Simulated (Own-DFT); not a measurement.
# A layer strained by its substrate: wurtzite AlGaN with randomly placed atoms, 72 atoms (Al9Ga27N36)

Calculated, not measured: single-point runs of Own-DFT, a retired in-house plane-wave DFT program that no person has reviewed, on unrelaxed cells, without spin or spin-orbit coupling.

Common settings: PBE; PseudoDojo norm-conserving scalar-relativistic files (stringent for Ga); cutoff 96 hartree; 4 x 4 x 3 k mesh centred on Gamma; Gaussian smearing of 0.01 eV.

Known weak points: forces on such cells passed a denser k mesh, each cell not checked; stress not checked against mesh or cutoff.

Unstrained cell vectors in Å: (9.509, 0.000, 0.000); (-4.755, 8.235, 0.000); (0.000, 0.000, 10.268). The unstrained cell has measured lattice constants (interpolated for alloys), not those of this functional. That, the random moves and any unrelaxed bonds set the pressure at no strain. Each run strains x and y alike by e, as a substrate would, and holds the height along z. Each coordinate of each atom was shifted by a normal deviate of width 0.05 Å. The random placing of the alloy's atoms differs from row to row. Stress is positive in tension.

| e (%) | u (Å) | (s_xx + s_yy)/2 (GPa) | s_zz (GPa) |
|---|---|---|---|
| -2.75 | 0.052 | -25.28 | -11.65 |
| -2.25 | 0.047 | -20.27 | -10.45 |
| -1.75 | 0.051 | ? | ? |
| -0.75 | 0.051 | -10.78 | -8.48 |
| -0.25 | 0.050 | -8.57 | -7.41 |
| 0.25 | 0.047 | -5.33 | -6.19 |
| 0.50 | 0.049 | -4.11 | -6.33 |
| 1.50 | 0.051 | -0.31 | -3.97 |
| 2.25 | 0.052 | 4.29 | -5.16 |
| 2.50 | 0.052 | 5.03 | -5.70 |

## Worked fit

With e as a fraction, the in-plane stress is -6.8 + 552 e - 3398 e² GPa (errors 12 and 762, scatter 0.64), and s_zz is -7.4 + 128 e GPa (slope ± 19, scatter 0.97). At e = 0 the first slope is C11 + C12 and the second 2 C13, both with the ions held to the strained lattice and at the cell's own pressure. The term in e² is negative: the layer stiffens under compression and softens under tension. A free layer would change its height as e changes, and the in-plane slope would drop by 2 C13²/C33 to the biaxial modulus. At fixed height, a misfit of 1 % moves the in-plane stress by about 5.5 GPa and s_zz by 1.3 GPa.

## Withheld run

Q: what are the two stresses at e = -1.75 %?

From the fit: -17.6 and -9.6 GPa. The calculation gave -17.32 and -8.80 GPa.
